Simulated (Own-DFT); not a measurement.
## Calculated data, AlGa3N4 (wurtzite random alloy, strained, atoms displaced)

A calculation, not a measurement: plane-wave density functional theory by an unreviewed code, no spin, of a simulated periodic cell, stress positive in tension, run twice, with PBE and with PBEsol, both on files made for PBE, so the change isn't that of files made for PBEsol, forces on such cells passed a denser k mesh, this cell's mesh not checked; the far tail of each file's local potential was reset to the Coulomb form; each entry is a single point on an unrelaxed cell, so the pressure reflects the starting lattice, mostly measured values (interpolated for alloys), from which strain is counted, and rises with the displacements; printed positions are rounded, which can move forces by about a meV/angstrom; the program, named Own-DFT, is a retired in-house code; no spin-orbit coupling; stress was not checked against mesh or cutoff. Program: Own-DFT development build.

Entry: AlGa3N4 (wurtzite random alloy, strained, atoms displaced)

```
AlGa3N4
1.0
      9.2240     0.0000     0.0000
     -4.6120     7.9882     0.0000
      0.0000     0.0000    10.2685
Ga N Ga N Ga Al N Ga Al N Ga N Al Ga N Ga Al N Ga N Ga N Ga N Ga N Ga N Al Ga N Al Ga N Ga Al N Ga N Ga Al N Ga Al N
2 2 2 2 1 1 2 1 1 2 2 2 1 1 2 1 1 2 2 2 2 2 2 2 2 2 2 2 1 1 2 1 1 2 1 1 2 2 2 1 1 2 1 1 2
Direct
  0.11095 0.22638 0.00549
  0.22536 0.11009 0.25033
  0.11028 0.22998 0.18832
  0.22149 0.10060 0.43832
  0.09976 0.21706 0.49875
  0.21819 0.10876 0.74678
  0.11429 0.22382 0.69224
  0.22883 0.11428 0.94286
  0.11422 0.55981 0.99357
  0.21440 0.43807 0.24991
  0.10525 0.54702 0.18520
  0.22470 0.44466 0.43361
  0.11765 0.56199 0.50316
  0.22290 0.43999 0.75346
  0.11398 0.56172 0.68529
  0.22159 0.43969 0.94380
  0.10927 0.89178 0.99808
  0.22703 0.77299 0.25052
  0.11472 0.89645 0.19105
  0.21776 0.77667 0.43089
  0.10636 0.89242 0.50357
  0.22189 0.77905 0.74662
  0.10357 0.88755 0.69688
  0.23887 0.80143 0.93904
  0.43634 0.21855 0.99708
  0.54413 0.10226 0.24855
  0.44475 0.22224 0.18861
  0.55695 0.11320 0.43454
  0.44812 0.22242 0.50073
  0.55091 0.11467 0.76183
  0.43396 0.20505 0.69068
  0.54712 0.10094 0.93654
  0.45031 0.55327 0.99387
  0.56345 0.45422 0.25113
  0.43928 0.55170 0.19250
  0.55710 0.43155 0.43474
  0.44836 0.56258 0.50126
  0.55484 0.43940 0.75131
  0.44690 0.55978 0.68795
  0.55378 0.44988 0.93449
  0.44502 0.89705 0.00405
  0.56136 0.77596 0.24881
  0.44234 0.88936 0.18242
  0.55976 0.78228 0.44487
  0.43524 0.87798 0.49956
  0.56987 0.78408 0.74447
  0.44568 0.88571 0.68208
  0.57037 0.78601 0.93565
  0.78190 0.23794 0.00373
  0.87273 0.09731 0.24646
  0.78005 0.21956 0.18944
  0.89431 0.11382 0.43746
  0.78128 0.21842 0.49505
  0.88293 0.10822 0.74649
  0.79018 0.21786 0.69505
  0.88832 0.11295 0.93368
  0.76936 0.55129 0.00831
  0.89062 0.44255 0.24015
  0.76260 0.54072 0.18076
  0.89158 0.44797 0.43823
  0.77743 0.55357 0.50087
  0.88387 0.43924 0.74931
  0.77901 0.56205 0.68642
  0.89236 0.44459 0.94218
  0.76977 0.88648 0.00540
  0.88777 0.77896 0.25676
  0.77680 0.88806 0.19266
  0.89848 0.78168 0.44058
  0.78465 0.89237 0.50521
  0.88352 0.76768 0.75123
  0.77910 0.89740 0.68927
  0.88240 0.77711 0.93968
```

It was run with functional PBE, then PBEsol, potential files PseudoDojo norm-conserving, scalar-relativistic, standard set, wave cutoff 42 hartree, occupations Fermi-Dirac, smearing width 0.1 eV and k mesh 4 x 4 x 3 centred on Gamma.

It finds PBE pressure 22.43 GPa; PBE stress xx -26.12 GPa; PBE stress yy -26.91 GPa; PBE stress zz -14.27 GPa; PBE stress yz -0.26 GPa; PBE stress xz -0.78 GPa; PBE stress xy -1.82 GPa; PBEsol pressure 17.01 GPa; PBEsol stress xx -20.61 GPa; PBEsol stress yy -21.46 GPa; PBEsol stress zz -8.96 GPa; PBEsol stress yz -0.27 GPa; PBEsol stress xz -0.77 GPa; PBEsol stress xy -1.77 GPa; rms change of force components from PBE to PBEsol 0.083 eV/Å.

Force:
```tsv
force element	PBE force x (eV/Å)	PBE force y (eV/Å)	PBE force z (eV/Å)	PBEsol force x (eV/Å)	PBEsol force y (eV/Å)	PBEsol force z (eV/Å)
Ga	-0.141	-1.917	-0.33	-0.128	-1.87	-0.324
Ga	-1.1	1.424	0.58	-1.065	1.384	0.552
N	0.118	-1.869	0.833	0.117	-2.044	0.722
N	-0.874	1.149	0.556	-0.845	1.328	0.462
Ga	3.603	1.824	0.962	3.524	1.777	0.928
Ga	-0.585	-0.133	1.95	-0.559	-0.14	1.904
N	-0.802	0.794	-1.069	-0.786	0.576	-1.112
N	-3.048	-0.581	-1.826	-2.977	-0.57	-1.776
Ga	0.731	1.411	0.876	0.711	1.365	0.874
Al	0.533	1.213	0.38	0.535	1.242	0.387
N	0.361	0.67	-0.125	0.386	0.838	-0.241
N	-0.126	-0.063	-0.101	-0.127	-0.052	0.079
Ga	-0.321	-1.171	-0.917	-0.323	-1.136	-0.902
Al	-0.376	1.049	-0.139	-0.383	1.065	-0.121
N	0.773	-1.917	1.503	0.646	-1.796	1.42
N	0.077	1.877	-2.578	0.075	1.832	-2.38
Ga	-0.515	-0.237	1.005	-0.48	-0.211	0.98
Ga	-1.649	-0.211	-0.848	-1.604	-0.195	-0.836
N	-0.97	-3.029	-0.613	-0.824	-2.874	-0.643
N	-0.861	0.862	1.563	-0.705	0.77	1.49
Al	2.064	-0.616	0.582	2.082	-0.628	0.639
Ga	0.734	0.843	1.144	0.716	0.835	1.113
N	-0.51	-1.083	-2.242	-0.337	-0.957	-2.122
N	-1.685	-3.614	-1.375	-1.653	-3.542	-1.337
Ga	2.17	1.396	1.728	2.098	1.348	1.683
Al	0.795	1.629	0.52	0.803	1.615	0.528
N	0.962	0.225	-0.487	0.786	0.3	-0.531
N	1.534	-0.869	-0.493	1.355	-0.914	-0.38
Ga	-0.588	-1.697	0.559	-0.573	-1.665	0.527
Ga	2.29	-1.654	-2.475	2.218	-1.639	-2.416
N	0.486	2.745	-1.088	0.48	2.696	-1.048
N	1.498	4.385	1.497	1.353	4.226	1.412
Ga	-2.649	2.029	1.823	-2.579	1.975	1.78
Ga	-2.373	-2.855	0.964	-2.321	-2.806	0.918
N	-0.604	0.13	-0.934	-0.43	0.216	-0.951
N	-1.198	2.89	0.489	-1.163	2.837	0.485
Ga	0.486	-1.983	-0.222	0.468	-1.926	-0.212
Ga	-0.674	-0.051	-0.861	-0.661	-0.032	-0.84
N	-0.387	-1.416	0.45	-0.243	-1.299	0.384
N	2.268	-2.219	-0.467	2.216	-2.171	-0.447
Ga	2.58	-1.974	-0.185	2.495	-1.925	-0.19
Ga	-2.271	-0.625	1.073	-2.214	-0.61	1.028
N	1.333	0.151	1.778	1.295	-0.034	1.667
N	0.89	0.011	-1.844	0.862	-0.004	-1.793
Ga	-0.159	2.124	-0.015	-0.142	2.072	-0.01
Ga	-2.808	-0.987	1.621	-2.746	-0.957	1.568
N	-0.257	0.768	1.082	-0.258	0.737	1.062
N	-3.645	-1.978	-0.719	-3.55	-1.936	-0.691
Al	0.735	-3.651	-0.261	0.716	-3.671	-0.252
Ga	2.052	3.19	1.252	2.011	3.119	1.209
N	-2.662	0.491	-1.051	-2.482	0.359	-0.971
N	-2.607	-1.286	-0.964	-2.381	-1.351	-0.982
Al	-1.256	0.828	0.672	-1.259	0.828	0.713
Ga	3.759	0.034	2.976	3.67	0.025	2.914
N	-5.393	2.05	-3.445	-5.264	2.018	-3.246
N	-0.922	0.509	1.652	-0.794	0.435	1.583
Ga	0.8	1.043	-2.889	0.763	1.029	-2.82
Al	-0.867	-0.272	1.923	-0.89	-0.259	1.934
N	3.658	3.067	2.671	3.429	2.955	2.517
N	0.559	-1.497	-1.242	0.541	-1.313	-1.133
Ga	0.194	0.017	-0.225	0.196	0.008	-0.215
Ga	0.685	0.843	0.198	0.677	0.826	0.182
N	0.103	-1.484	0.238	0.099	-1.688	0.152
N	-1.457	0.697	-1.112	-1.411	0.901	-1.162
Ga	2.444	2.269	-0.03	2.392	2.208	-0.045
Al	1.321	-0.21	-0.973	1.298	-0.243	-0.977
N	1.82	-2.305	-0.691	1.616	-2.164	-0.73
N	-1.339	-0.709	-1.095	-1.491	-0.795	-0.976
Ga	-0.357	-0.192	-0.29	-0.365	-0.185	-0.284
Al	-0.724	2.357	1.239	-0.744	2.365	1.256
N	3.568	-2.051	-1.117	3.37	-1.939	-1.137
N	0.775	-0.589	-1.004	0.754	-0.568	-0.822
```
